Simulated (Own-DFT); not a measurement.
Simulation results for Hf36O71 (tetragonal hafnia with one neutral oxygen vacancy, atoms displaced)

A calculation, not a measurement: plane-wave PBE and HSE06 DFT by an unreviewed code, no spin, of a simulated cell at Gamma alone, so results move with cell size and shape, stress positive in tension, energies less offsets, not probed for a lower state with spin; hafnium file: forces about 75 meV/angstrom off all-electron values; oxygen file: force components 24 meV/angstrom off all-electron in a glass; k mesh not checked against a denser one; forces and stress are PBE's, HSE06 gives the energy alone, and its difference from PBE has offsets of its own; offsets are fitted by least squares, one for each functional and potential file, so energies compare only between cells with the same atoms and settings and are not formation energies; the far tail of each file's local potential was reset to the Coulomb form; each entry is a single point on an unrelaxed cell, so the pressure reflects the starting lattice, taken from the Materials Project, from which strain is counted, and rises with the displacements; printed positions are rounded, which can move forces by about a meV/angstrom; the program is a retired in-house code; no spin-orbit coupling. Program: Own-DFT development build.

Settings shared by all entries: first functional PBE; second functional HSE06; exact exchange share 0.25; screening 0.11 1/bohr; exchange divergence Gygi-Baldereschi; potential files PseudoDojo norm-conserving, scalar-relativistic, made for PBE, standard set; wave cutoff 48 hartree; occupations fixed; k mesh 1 x 1 x 1 centred on Gamma.

(1) Hf36O71 (tetragonal hafnia with one neutral oxygen vacancy, atoms displaced)

```
cell vectors (Å)
  10.7800     0.0000     0.0000
   0.0000    10.7800     0.0000
   0.0000     0.0000    10.4493
atoms (fractions of the cell vectors)
Hf  0.99712  0.99989  0.00879
Hf  0.16746  0.16435  0.24234
O   0.99636  0.16444  0.15324
O   0.16208  0.99997  0.35244
O   0.16440  0.00001  0.10291
Hf  0.00222  0.00224  0.49377
Hf  0.16139  0.16143  0.75046
O   0.99472  0.16038  0.64972
O   0.15924  0.00064  0.84086
O   0.00140  0.16345  0.89960
O   0.17389  0.99660  0.60367
Hf  0.99674  0.33494  0.99879
Hf  0.17611  0.50229  0.25149
O   0.00468  0.50066  0.15612
O   0.15568  0.32887  0.34899
O   0.00808  0.50124  0.40009
O   0.16405  0.32954  0.09430
Hf  0.99756  0.33530  0.49777
Hf  0.16697  0.50076  0.74205
O   0.00131  0.49933  0.65733
O   0.17122  0.33133  0.84849
O   0.99955  0.49951  0.90655
O   0.16657  0.32924  0.60092
Hf  0.99518  0.66569  0.01423
Hf  0.16172  0.83590  0.25206
O   0.00522  0.82869  0.15052
O   0.17432  0.65936  0.34781
O   0.00025  0.83469  0.39756
O   0.16868  0.66361  0.09811
Hf  0.00154  0.67020  0.50289
Hf  0.16748  0.83545  0.74920
O   0.00200  0.84013  0.65914
O   0.17173  0.67620  0.85068
O   0.00391  0.83007  0.90337
O   0.16992  0.66652  0.60236
Hf  0.33523  0.99538  0.99418
Hf  0.49684  0.16677  0.25342
O   0.33698  0.17694  0.15858
O   0.50010  0.99154  0.34861
O   0.34195  0.17243  0.41015
O   0.49879  0.00292  0.10229
Hf  0.33730  0.99551  0.50047
Hf  0.50391  0.16756  0.74799
O   0.32778  0.16223  0.64965
O   0.50082  0.99602  0.85075
O   0.33313  0.15658  0.90459
O   0.50581  0.99645  0.59427
Hf  0.33095  0.33227  0.99419
Hf  0.51176  0.50138  0.24989
O   0.32685  0.50280  0.15012
O   0.50090  0.32887  0.34743
O   0.33195  0.50143  0.40396
O   0.50694  0.32790  0.08493
Hf  0.33244  0.33022  0.49600
Hf  0.50048  0.50828  0.75284
O   0.33188  0.50013  0.64883
O   0.50005  0.32839  0.85375
O   0.33457  0.50158  0.89778
O   0.49654  0.33024  0.58907
Hf  0.33199  0.66970  0.00041
Hf  0.50878  0.83160  0.25211
O   0.33502  0.83630  0.15952
O   0.49323  0.66180  0.35004
O   0.32311  0.83451  0.39485
O   0.50467  0.66224  0.09623
Hf  0.33404  0.66916  0.49644
Hf  0.49494  0.83378  0.75327
O   0.34168  0.83796  0.64508
O   0.49738  0.66634  0.85542
O   0.33724  0.84048  0.90323
O   0.49893  0.66714  0.59277
Hf  0.67281  0.01382  0.00471
Hf  0.83960  0.16099  0.25722
O   0.67335  0.16395  0.14613
O   0.83309  0.99788  0.34717
O   0.66147  0.16478  0.40546
O   0.83428  0.00773  0.09652
Hf  0.66982  0.00639  0.49524
Hf  0.83972  0.16724  0.75076
O   0.66368  0.16757  0.65320
O   0.83197  0.00147  0.84291
O   0.66137  0.16408  0.90759
O   0.84248  0.00041  0.60500
Hf  0.67380  0.32629  0.99830
Hf  0.82143  0.49867  0.25618
O   0.67008  0.49960  0.15931
O   0.83843  0.34063  0.34585
O   0.66718  0.50366  0.40275
O   0.83100  0.33829  0.09578
Hf  0.66345  0.32966  0.50312
Hf  0.83559  0.49612  0.75575
O   0.67593  0.49482  0.65502
O   0.83671  0.33238  0.84447
O   0.67268  0.49186  0.89729
O   0.83773  0.33370  0.59951
Hf  0.67655  0.65755  0.00704
Hf  0.82921  0.83014  0.24797
O   0.67002  0.83049  0.14936
O   0.82790  0.66508  0.34632
O   0.66579  0.83206  0.39925
O   0.83021  0.66764  0.09476
Hf  0.66567  0.67155  0.49921
Hf  0.83793  0.83205  0.76029
O   0.66846  0.83892  0.65764
O   0.82927  0.66556  0.84413
O   0.67263  0.83848  0.89773
O   0.83958  0.66158  0.59672
```

* PBE energy of cell above offsets: -97.105 eV
* HSE06 less PBE above offsets: 0.039 eV
* PBE pressure: 2.31 GPa
* PBE stress xx: -2.2 GPa
* PBE stress yy: -2.07 GPa
* PBE stress zz: -2.67 GPa
* PBE stress yz: -0.03 GPa
* PBE stress xz: 0.14 GPa
* PBE stress xy: -0.01 GPa

Force:
```tsv
element	x (eV/Å)	y (eV/Å)	z (eV/Å)
Hf	1.186	-0.34	-2.255
Hf	-0.04	0.969	0.714
O	0.302	-0.012	0.416
O	-0.232	1.274	-0.297
O	0.391	0.227	-0.312
Hf	0.272	0.343	1.807
Hf	0.863	1.079	-0.735
O	1.516	0.444	-0.594
O	0.328	-0.808	1.572
O	-0.446	0.399	0.637
O	-1.159	0.096	-1.428
Hf	1.003	0.373	0.281
Hf	-2.097	-0.958	0.354
O	-1.307	0.356	-0.148
O	0.46	-0.821	-0.417
O	-0.776	0.703	1.495
O	0.062	-0.523	0.079
Hf	1.126	0.181	-0.285
Hf	0.777	0.011	1.436
O	-0.052	-0.007	-0.571
O	-0.111	0.201	-0.26
O	-0.124	0.513	-0.03
O	-0.587	0.363	-0.593
Hf	2.703	-0.666	-2.009
Hf	2.31	-0.976	0.465
O	-2.269	0.174	-0.051
O	-0.525	2.223	0.298
O	-0.068	-0.631	0.322
O	-0.426	0.538	0.152
Hf	0.453	-1.051	-0.181
Hf	-0.22	-0.091	-0.313
O	0.248	-0.829	-0.95
O	0.382	-1.435	-0.215
O	-0.847	0.474	0.979
O	-0.523	0.332	-0.516
Hf	0.723	0.965	1.882
Hf	0.597	-0.831	-0.966
O	-0.639	-0.169	-0.172
O	0.133	1.268	0.142
O	-0.027	-2.528	-1.707
O	0.426	-0.056	-0.331
Hf	-0.133	0.49	0.652
Hf	-2.059	-0.496	0.494
O	1.363	0.176	0.882
O	-0.149	1.037	-0.533
O	-0.24	1.356	-0.141
O	-0.228	0.572	-0.061
Hf	0.248	-0.042	-0.088
Hf	-3.225	-0.445	0.299
O	2.87	-0.554	-0.553
O	0.646	1.599	-0.605
O	0.105	-1.069	-0.368
O	-0.559	0.637	1.611
Hf	-1.134	1.433	1.348
Hf	-0.338	-1.24	-0.066
O	0.954	0.116	0.419
O	-0.245	0.707	-1.964
O	0.155	-0.032	0.397
O	0.793	0.056	1
Hf	-0.11	-0.763	-0.009
Hf	-1.733	-0.069	-0.983
O	-0.007	-0.427	-0.798
O	0.741	0.865	-0.375
O	0.408	-0.14	1.095
O	0.109	-0.206	0.63
Hf	-0.76	-0.343	-0.228
Hf	2.468	0.427	0.019
O	-1.094	-0.403	0.31
O	0.176	0.205	-0.971
O	-0.215	-1.771	-0.862
O	0.808	-0.455	0.912
Hf	-2.048	-3.123	-0.711
Hf	-0.521	1.529	-0.743
O	-0.386	0.199	1.625
O	0.077	-0.409	0.176
O	0.537	0.954	-1.032
O	0.566	-0.897	1.16
Hf	0.307	-2.127	2.595
Hf	-0.363	-1.053	-0.843
O	1.264	0.293	-0.319
O	0.251	0.665	1.468
O	0.434	1.09	-1.886
O	-1.431	0.174	-2.002
Hf	-1.505	0.376	-0.327
Hf	4.169	0.029	0.149
O	-0.731	0.337	-1.952
O	-0.272	-2.19	0.672
O	-0.404	-0.851	-0.102
O	0.911	0.046	0.439
Hf	0.499	0.969	0.705
Hf	0.15	0.983	-0.968
O	-1.972	0.141	-0.4
O	0.037	-0.983	1.029
O	-0.297	0.966	1.179
O	-0.928	-0.382	-0.489
Hf	-3.004	1.654	-3.522
Hf	0.712	-0.256	0.607
O	0.087	0.057	0.341
O	0.149	0.926	-0.132
O	0.22	0.37	-0.233
O	1.131	0.096	2.045
Hf	0.945	-0.161	1.519
Hf	-1.354	0.687	-1.079
O	-0.002	-0.945	-0.746
O	0.133	-0.741	1.24
O	0.084	-0.975	1.85
O	-0.847	0.544	-0.476
```

(2) Hf36O71 (tetragonal hafnia with one neutral oxygen vacancy, atoms displaced)

```
cell vectors (Å)
  10.7800     0.0000     0.0000
   0.0000    10.7800     0.0000
   0.0000     0.0000    10.4493
atoms (fractions of the cell vectors)
Hf  0.99237  0.99251  0.99926
Hf  0.16609  0.17035  0.24507
O   0.99968  0.16394  0.15708
O   0.15746  0.00183  0.35559
O   0.00830  0.16983  0.40248
O   0.16408  0.00763  0.10108
Hf  0.00659  0.00050  0.50826
Hf  0.16322  0.16819  0.75078
O   0.99290  0.16089  0.65076
O   0.16428  0.00698  0.85286
O   0.99527  0.16904  0.90184
Hf  0.99595  0.33018  0.99594
Hf  0.16438  0.49814  0.25018
O   0.98814  0.50490  0.14801
O   0.16763  0.33618  0.34708
O   0.00211  0.49090  0.40627
O   0.16372  0.33990  0.09924
Hf  0.00341  0.33438  0.50578
Hf  0.15871  0.49575  0.74553
O   0.99777  0.49129  0.65547
O   0.15961  0.33771  0.84406
O   0.99898  0.49833  0.90223
O   0.17078  0.32686  0.59976
Hf  0.99538  0.66851  0.99611
Hf  0.16272  0.83795  0.25082
O   0.99360  0.84809  0.15544
O   0.16727  0.66565  0.34901
O   0.99571  0.83699  0.40025
O   0.17147  0.66377  0.09300
Hf  0.00063  0.67656  0.49744
Hf  0.16079  0.82974  0.75056
O   0.99483  0.83729  0.65758
O   0.17167  0.67119  0.85268
O   0.99615  0.83829  0.89386
O   0.16705  0.66262  0.59960
Hf  0.34000  0.99708  0.00490
Hf  0.49506  0.16817  0.24716
O   0.33699  0.16911  0.15021
O   0.49567  0.00226  0.34360
O   0.33455  0.15754  0.39708
O   0.49703  0.99819  0.08750
Hf  0.33391  0.00189  0.50271
Hf  0.49081  0.16281  0.74390
O   0.32544  0.17517  0.65773
O   0.49665  0.00042  0.84170
O   0.33460  0.16857  0.90921
O   0.49801  0.00450  0.60343
Hf  0.33090  0.32917  0.98698
Hf  0.49429  0.50331  0.25236
O   0.33257  0.50376  0.15067
O   0.51307  0.33530  0.35482
O   0.33372  0.49932  0.39776
O   0.50710  0.34070  0.10130
Hf  0.33999  0.34263  0.49947
Hf  0.50303  0.49496  0.74117
O   0.33297  0.49979  0.64788
O   0.49700  0.34396  0.84516
O   0.32445  0.49595  0.89919
O   0.50392  0.33346  0.59356
Hf  0.33694  0.66704  0.99874
Hf  0.49207  0.83051  0.24158
O   0.33569  0.82994  0.15613
O   0.50261  0.66290  0.34798
O   0.32795  0.82906  0.38973
O   0.49722  0.66534  0.08463
Hf  0.33253  0.66304  0.50561
Hf  0.49811  0.83577  0.74770
O   0.33446  0.82831  0.65394
O   0.49914  0.67310  0.85293
O   0.33330  0.83224  0.90762
O   0.50062  0.66865  0.59934
Hf  0.66985  0.99476  0.99998
Hf  0.83351  0.16865  0.26004
O   0.66748  0.16853  0.16143
O   0.83084  0.99553  0.35169
O   0.67284  0.16706  0.39525
O   0.83755  0.00191  0.10335
Hf  0.66647  0.99956  0.50490
Hf  0.82925  0.16725  0.75294
O   0.66709  0.15596  0.65673
O   0.82561  0.00474  0.84750
O   0.66685  0.17113  0.89990
O   0.83340  0.00248  0.59855
Hf  0.66559  0.32758  0.00339
Hf  0.82706  0.49350  0.24596
O   0.66658  0.50208  0.15786
O   0.83808  0.34166  0.34379
O   0.66278  0.50066  0.40019
O   0.83946  0.33877  0.09532
Hf  0.67284  0.33905  0.49478
Hf  0.82902  0.50037  0.75173
O   0.67117  0.49878  0.64362
O   0.83559  0.33496  0.84961
O   0.66733  0.49833  0.90923
O   0.83058  0.33363  0.59456
Hf  0.67374  0.67058  0.98737
Hf  0.83827  0.83413  0.24796
O   0.66763  0.82861  0.15608
O   0.83801  0.66812  0.34843
O   0.66154  0.82878  0.40100
O   0.82795  0.66455  0.09423
Hf  0.66673  0.66311  0.50091
Hf  0.82978  0.83643  0.75796
O   0.66853  0.83086  0.66703
O   0.82611  0.66126  0.84872
O   0.66450  0.82766  0.90598
O   0.83814  0.67528  0.60050
```

* PBE energy of cell above offsets: -96.687 eV
* HSE06 less PBE above offsets: 0.078 eV
* PBE pressure: 2.25 GPa
* PBE stress xx: -2.91 GPa
* PBE stress yy: -1.2 GPa
* PBE stress zz: -2.64 GPa
* PBE stress yz: 0.56 GPa
* PBE stress xz: -1.23 GPa
* PBE stress xy: 0.13 GPa

Force:
```tsv
element	x (eV/Å)	y (eV/Å)	z (eV/Å)
Hf	1.948	2.565	0.679
Hf	-0.516	-0.222	0.723
O	-0.342	0.457	-0.332
O	0.508	-0.439	-0.174
O	-0.796	-0.249	0.643
O	0.649	-0.911	-0.193
Hf	-0.25	1.03	-0.919
Hf	-1.373	-0.354	0.259
O	1.351	-0.054	0.369
O	0.073	-1.205	-1.233
O	-0.073	-1.238	-0.003
Hf	0.704	0.802	0.869
Hf	-0.746	0.44	-1.184
O	1.986	0.537	0.421
O	0.68	-0.584	0.172
O	0.403	2.038	0.232
O	0.271	-0.655	-0.595
Hf	-0.056	-0.33	-0.802
Hf	1.323	1.231	1.209
O	-0.646	0.188	-0.152
O	0.359	-1.44	0.471
O	0.068	1.395	-0.366
O	-0.274	0.786	-0.236
Hf	1.167	-2.19	1.169
Hf	0.971	-0.273	0.654
O	2.046	-1.028	-1.628
O	-0.675	0.386	-0.155
O	0.719	-0.238	0.468
O	-2.257	0.835	0.549
Hf	-0.663	-1.647	-0.862
Hf	1.255	0.851	0.628
O	1.036	0.185	-0.886
O	-1.208	-0.593	-1.274
O	-0.354	-1.187	0.719
O	-0.757	0.4	0.219
Hf	-3.103	-0.027	-1.4
Hf	1.137	0.681	1.329
O	-0.659	0.069	-0.318
O	0.325	-0.768	-0.154
O	0.025	1.732	1.004
O	2.342	-0.034	1.287
Hf	-0.818	-0.959	-1.457
Hf	1.665	0.733	0.852
O	1.084	-1.037	-0.779
O	0.119	0.225	0.794
O	0.255	-1.474	-1.711
O	-0.453	-0.109	-0.699
Hf	0.318	2.835	2.671
Hf	0.94	-0.832	-1.395
O	-0.072	-0.223	0.573
O	-1.584	-0.538	-0.851
O	0.162	0.334	0.456
O	-1.621	-0.845	-0.606
Hf	-0.958	-1.522	-0.591
Hf	-0.43	1.713	1.237
O	0.209	-0.288	-0.364
O	-0.106	-2.161	-0.061
O	0.298	0.586	-0.361
O	0.025	0.011	0.877
Hf	-0.815	-1.511	-0.719
Hf	2.595	-0.377	2.356
O	-2.22	0.717	-1.549
O	-0.515	0.982	-0.046
O	0.297	0.714	2.025
O	1.592	0.35	1.88
Hf	0.107	1.044	-1.285
Hf	-0.457	-1.328	0.986
O	-0.946	0.514	-0.554
O	0.071	-1.192	-1.943
O	-0.028	1.379	-0.456
O	0.101	-0.241	-0.202
Hf	0.212	0.956	0.604
Hf	0.196	-0.809	-0.209
O	0.043	-0.236	-1.5
O	0.006	0.736	-0.214
O	0.147	-0.187	1.9
O	-1.914	-0.041	-0.943
Hf	1.027	0.174	-1.638
Hf	0.061	0.774	-0.56
O	-1.008	0.422	-0.395
O	-0.051	-1.076	1.196
O	-0.379	-1.156	0.657
O	-0.234	-0.661	0.11
Hf	0.491	1.342	0.593
Hf	0.644	2.377	-0.311
O	-0.818	-0.101	-0.307
O	-0.628	-2.247	1.19
O	0.626	0.516	0.519
O	-1.737	-0.73	0.37
Hf	-0.659	-0.957	-0.762
Hf	0.704	-1.079	-0.049
O	-0.587	0.304	0.702
O	-0.215	0.004	-0.684
O	0.076	-0.444	-1.435
O	0.62	-0.378	0.588
Hf	-2.003	-2.859	3.063
Hf	-2.641	-0.399	1.79
O	-0.293	0.906	-0.924
O	0.171	-0.503	-0.025
O	-0.012	0.581	1.656
O	1.574	1.084	-0.252
Hf	0.61	0.997	-1.095
Hf	0.336	-0.452	-1.438
O	-0.643	0.442	-1.337
O	0.671	1.396	-0.091
O	0.613	3.385	-1
O	-0.418	-0.521	-0.052
```
